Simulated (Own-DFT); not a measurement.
# Cleaving wurtzite AlN, m plane (10-10)

The numbers are computed, not measured, by runs of the plane-wave DFT program Own-DFT (in-house, retired, unreviewed) at fixed positions, with no spin and no spin-orbit coupling.

Caveats (not all hold for every row): some atoms lie very close together; forces not confirmed at this smearing and k mesh; k mesh not checked against a denser one.

Both sets of runs: PBE; PseudoDojo norm-conserving scalar-relativistic files; cutoff 42 hartree; Gaussian smearing of 0.01 eV. The slab has 128 atoms in 16 layers, two equal faces of 62.02 Å² as cut, 15 Å of vacuum, a dipole correction along the normal and a 6 x 3 x 1 mesh. The bulk cell has 72 atoms, the same measured lattice constants and a 4 x 4 x 3 mesh. All atoms were moved at random; u is the rms move along one axis. Energies are counted from -174.06 eV for each atom.

```
slab run,u (Å),E (eV, cell)
1,0.0197,20.613
2,0.0197,20.509
3,0.0203,20.632
4,0.0208,20.674
5,0.0216,20.907
6,0.0495,28.480
7,0.0500,27.719
8,0.0512,28.849
9,0.0955,56.046
10,0.1031,61.194
11,0.1047,63.384
12,0.1048,61.819
```

| bulk run | u (Å) | E (meV/atom) |
|---|---|---|
| 1 | 0.0195 | -2.15 |
| 2 | 0.0197 | -2.68 |
| 3 | 0.0199 | -1.47 |
| 4 | 0.0202 | -1.92 |
| 5 | 0.0941 | 241.18 |
| 6 | 0.0952 | 272.05 |
| 7 | 0.0972 | 262.57 |
| 8 | 0.0974 | 284.23 |
| 9 | 0.0996 | 283.46 |
| 10 | 0.1002 | 332.96 |

Question: what is the energy of the unrelaxed surface?

## Answer

Take each set to u = 0 with E = a + b u². Residuals are scaled by 1/(u² + 0.0006 Å²) to tame the large moves. Slab: a = 19.01 ± 0.07 eV. Bulk: a = -14.3 ± 0.9 meV/atom. The excess is 19.01 - 128 x (-0.0143) = 20.84 ± 0.13 eV. Over two faces that is 168 meV/Å², or 2.69 ± 0.02 J/m². Relaxing the faces would lower the energy, and the unlike meshes and the reach from the smallest u down to zero add errors that aren't counted here.
